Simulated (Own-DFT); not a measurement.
Si3N4 (beta silicon nitride, strained, atoms displaced) (calculated)

All values are calculated (Own-DFT development build). A calculation, not a measurement: plane-wave PBE density functional theory by an unreviewed code, no spin, of a simulated periodic cell, stress positive in tension, free energy of the whole cell less one offset for each atom, forces on such cells passed a denser k mesh, this cell's mesh not checked; offsets are fitted by least squares, one for each functional and potential file, so energies compare only between cells with the same atoms and settings and are not formation energies; the far tail of each file's local potential was reset to the Coulomb form; each entry is a single point on an unrelaxed cell, so the pressure reflects the starting lattice, mostly measured values (interpolated for alloys), from which strain is counted, and rises with the displacements; printed positions are rounded, which can move forces by about a meV/angstrom; the program, named Own-DFT, is a retired in-house code; no spin-orbit coupling.

Common to all runs: functional PBE; potential files PseudoDojo norm-conserving, scalar-relativistic, standard set; wave cutoff 42 hartree; occupations Fermi-Dirac; smearing width 0.1 eV; k mesh 3 x 3 x 3 centred on Gamma.

```yaml
- entry: 1
  formula: Si3N4
  kind: "beta silicon nitride, strained, atoms displaced"
  structure:
    cell_angstrom:
      - [7.6348, 0.0121, 0.073]
      - [-3.8069, 6.5915, -0.0959]
      - [0.0838, -0.0787, 8.6952]
    atoms_fractional:
      - [Si, 0.17271, 0.77468, 0.09364]
      - [Si, 0.22496, 0.39478, 0.07614]
      - [Si, 0.59164, 0.83417, 0.08789]
      - [Si, 0.82286, 0.23602, 0.24667]
      - [Si, 0.7671, 0.60245, 0.24841]
      - [Si, 0.4043, 0.16915, 0.24839]
      - ["N", 0.34081, 0.03746, 0.08856]
      - ["N", 0.96343, 0.30112, 0.08489]
      - ["N", 0.71221, 0.68291, 0.08529]
      - ["N", 0.6761, 0.97493, 0.24795]
      - ["N", 0.04992, 0.71786, 0.25143]
      - ["N", 0.29927, 0.3397, 0.24492]
      - ["N", 0.34542, 0.67931, 0.07936]
      - ["N", 0.66951, 0.33511, 0.24642]
      - [Si, 0.16782, 0.76556, 0.4181]
      - [Si, 0.23973, 0.40973, 0.42017]
      - [Si, 0.58886, 0.81825, 0.41959]
      - [Si, 0.83331, 0.24293, 0.59155]
      - [Si, 0.7702, 0.59479, 0.5909]
      - [Si, 0.39132, 0.15182, 0.57973]
      - ["N", 0.32646, 0.02633, 0.4078]
      - ["N", 0.96293, 0.2955, 0.42017]
      - ["N", 0.69686, 0.66924, 0.40984]
      - ["N", 0.67532, 0.95708, 0.57606]
      - ["N", 0.02521, 0.69986, 0.58752]
      - ["N", 0.30382, 0.3335, 0.57746]
      - ["N", 0.34207, 0.6643, 0.41398]
      - ["N", 0.67781, 0.3298, 0.58328]
      - [Si, 0.16507, 0.76754, 0.75002]
      - [Si, 0.21465, 0.40654, 0.74301]
      - [Si, 0.60012, 0.83071, 0.74859]
      - [Si, 0.83293, 0.23653, 0.91183]
      - [Si, 0.77848, 0.59786, 0.92266]
      - [Si, 0.40107, 0.17249, 0.9037]
      - ["N", 0.34013, 0.02742, 0.74175]
      - ["N", 0.95758, 0.28777, 0.7575]
      - ["N", 0.70209, 0.67119, 0.74767]
      - ["N", 0.66412, 0.96213, 0.91658]
      - ["N", 0.03097, 0.70869, 0.90946]
      - ["N", 0.29354, 0.33659, 0.91949]
      - ["N", 0.33374, 0.65761, 0.75082]
      - ["N", 0.67175, 0.33455, 0.91744]
  results:
    "free_energy_of_cell_above_offsets [eV]": "-2.315"
    "pressure [GPa]": 9.1
    "stress_xx [GPa]": -5.38
    "stress_yy [GPa]": -4.07
    "stress_zz [GPa]": -17.84
    "stress_yz [GPa]": -3.8
    "stress_xz [GPa]": 5.95
    "stress_xy [GPa]": -1.07
    force_element: [Si, Si, Si, Si, Si, Si, "N", "N", "N", "N", "N", "N", "N", "N", Si, Si, Si, Si, Si, Si, "N", "N", "N", "N", "N", "N", "N", "N", Si, Si, Si, Si, Si, Si, "N", "N", "N", "N", "N", "N", "N", "N"]
    "force_x [eV/angstrom]": [3.944, -2.178, 1.573, 0.598, 1.723, -0.386, -0.911, 1.493, -0.341, -0.343, -4.785, 1.738, -3.11, -1.577, 2.765, -2.085, 1.158, 0.303, -1.243, 1.249, -0.008, 2.06, 1.144, -0.43, 1.119, 0.846, -3.824, -4.64, 3.643, 3.363, -0.391, -3.612, -2.564, 0.931, -0.849, 3.44, -0.071, 0.386, 0.73, 2.886, -2.447, -1.293]
    "force_y [eV/angstrom]": [0.919, 3.574, -0.603, -0.924, -1.46, 4.011, -1.599, 0.845, 0.114, -0.021, -2.988, -1.753, -3.018, 1.129, -0.376, -0.98, 1.519, -3.726, -1.793, 4.867, -0.733, 1.524, -0.557, 3.451, 0.665, -1.762, 0.401, 0.547, -0.223, -0.588, -1.851, -3.14, -0.693, 2.057, -1.59, 1.877, 0.031, 2.835, 0.313, -2.74, 2.466, -0.028]
    "force_z [eV/angstrom]": [-4.884, 4.501, -1.353, 2.226, -0.566, 0.447, -4.313, -1.722, -0.304, 2.062, 1.685, 0.548, 0.261, 0.319, 0.545, -2.446, -2.863, -3.145, -3.143, -1.663, 1.719, -0.279, 2.858, 3.298, -1.23, 2.16, 0.545, 0.17, -0.626, 1.225, -0.413, 5.549, -1.54, 3.721, 1.118, -3.692, 2.564, -0.087, 3.3, -5.534, -0.523, -0.495]
- entry: 2
  formula: Si3N4
  kind: "beta silicon nitride, strained, atoms displaced"
  structure:
    cell_angstrom:
      - [7.5014, 0.1221, 0.0463]
      - [-3.6449, 6.3958, -0.032]
      - [0.0531, -0.0117, 8.6415]
    atoms_fractional:
      - [Si, 0.17148, 0.77441, 0.07707]
      - [Si, 0.25313, 0.41448, 0.08121]
      - [Si, 0.61326, 0.82511, 0.08555]
      - [Si, 0.81185, 0.21789, 0.25056]
      - [Si, 0.76605, 0.5918, 0.25415]
      - [Si, 0.40884, 0.18214, 0.24327]
      - ["N", 0.30546, 0.00736, 0.0854]
      - ["N", 0.95913, 0.29885, 0.07658]
      - ["N", 0.69142, 0.66096, 0.08476]
      - ["N", 0.67155, 0.97417, 0.2542]
      - ["N", 0.03267, 0.69349, 0.25157]
      - ["N", 0.28794, 0.33566, 0.23775]
      - ["N", 0.33822, 0.67195, 0.08413]
      - ["N", 0.66841, 0.32955, 0.25094]
      - [Si, 0.17667, 0.76416, 0.41101]
      - [Si, 0.22145, 0.40983, 0.41209]
      - [Si, 0.60261, 0.83043, 0.41263]
      - [Si, 0.82268, 0.22098, 0.57916]
      - [Si, 0.75674, 0.58833, 0.58501]
      - [Si, 0.41529, 0.16761, 0.57378]
      - ["N", 0.31477, 0.01226, 0.40489]
      - ["N", 0.96887, 0.29947, 0.42124]
      - ["N", 0.6931, 0.66779, 0.40644]
      - ["N", 0.65708, 0.96429, 0.57413]
      - ["N", 0.02533, 0.69386, 0.58078]
      - ["N", 0.30114, 0.34529, 0.57831]
      - ["N", 0.34332, 0.67443, 0.42111]
      - ["N", 0.67639, 0.33164, 0.57973]
      - [Si, 0.1725, 0.75955, 0.75109]
      - [Si, 0.23187, 0.40287, 0.74855]
      - [Si, 0.59694, 0.83109, 0.75884]
      - [Si, 0.81666, 0.21596, 0.92064]
      - [Si, 0.77228, 0.60245, 0.92049]
      - [Si, 0.39803, 0.17312, 0.91609]
      - ["N", 0.33295, 0.0385, 0.74216]
      - ["N", 0.96804, 0.30004, 0.75052]
      - ["N", 0.69863, 0.66661, 0.75423]
      - ["N", 0.67295, 0.98155, 0.91783]
      - ["N", 0.03575, 0.7031, 0.91627]
      - ["N", 0.29691, 0.31883, 0.91657]
      - ["N", 0.32707, 0.65328, 0.75808]
      - ["N", 0.65882, 0.32603, 0.92631]
  results:
    "free_energy_of_cell_above_offsets [eV]": "-0.019"
    "pressure [GPa]": 21.69
    "stress_xx [GPa]": -16.26
    "stress_yy [GPa]": -30.93
    "stress_zz [GPa]": -17.88
    "stress_yz [GPa]": -1.65
    "stress_xz [GPa]": 1.05
    "stress_xy [GPa]": 9.62
    force_element: [Si, Si, Si, Si, Si, Si, "N", "N", "N", "N", "N", "N", "N", "N", Si, Si, Si, Si, Si, Si, "N", "N", "N", "N", "N", "N", "N", "N", Si, Si, Si, Si, Si, Si, "N", "N", "N", "N", "N", "N", "N", "N"]
    "force_x [eV/angstrom]": [1.075, -6.113, -6.774, 4.177, 3.379, -0.96, 1.234, 2.628, 2.986, 0.175, -2.131, 4.06, 1.39, -3.265, -1.31, 1.636, -2.831, 1.88, 2.078, -2.051, 0.678, -0.699, 1.11, 0.598, -0.328, 3.243, -0.083, -3.179, -0.808, -0.987, -1.957, 0.838, 2.277, 3.895, 0.27, -0.188, -0.77, -0.3, -2.669, -2.939, 1.265, -0.529]
    "force_y [eV/angstrom]": [-7.53, 0.925, 2.347, 5.112, -0.282, -2.497, 10.73, 0.547, -1.34, -3.504, -0.942, -2.595, 1.129, 0.382, -2.358, 0.575, -1.684, 1.203, 0.985, 0.827, 6.467, -0.862, -0.783, 0.285, 0.315, -2.277, -0.872, -0.402, 1.385, -2.41, -1.555, 8.359, -3.103, -2.726, -2.526, -1.08, 0.877, -8.118, -0.819, 2.373, 4.217, 1.222]
    "force_z [eV/angstrom]": [2.393, -4.111, 0.007, -0.975, -1.867, 0.436, -0.683, 2.687, 0.879, -1.906, -1.635, 5.573, -0.374, 0.176, 1.39, 0.517, 0.354, 2.407, -1.409, -0.569, 0.669, -2.614, 3.521, 3.625, 0.438, -1.083, -0.592, -0.174, -2.285, 0.462, -2.73, -1.446, -1.117, -0.087, 1.102, -0.256, 0.045, 0.838, -0.454, -0.824, 0.181, -0.506]
```
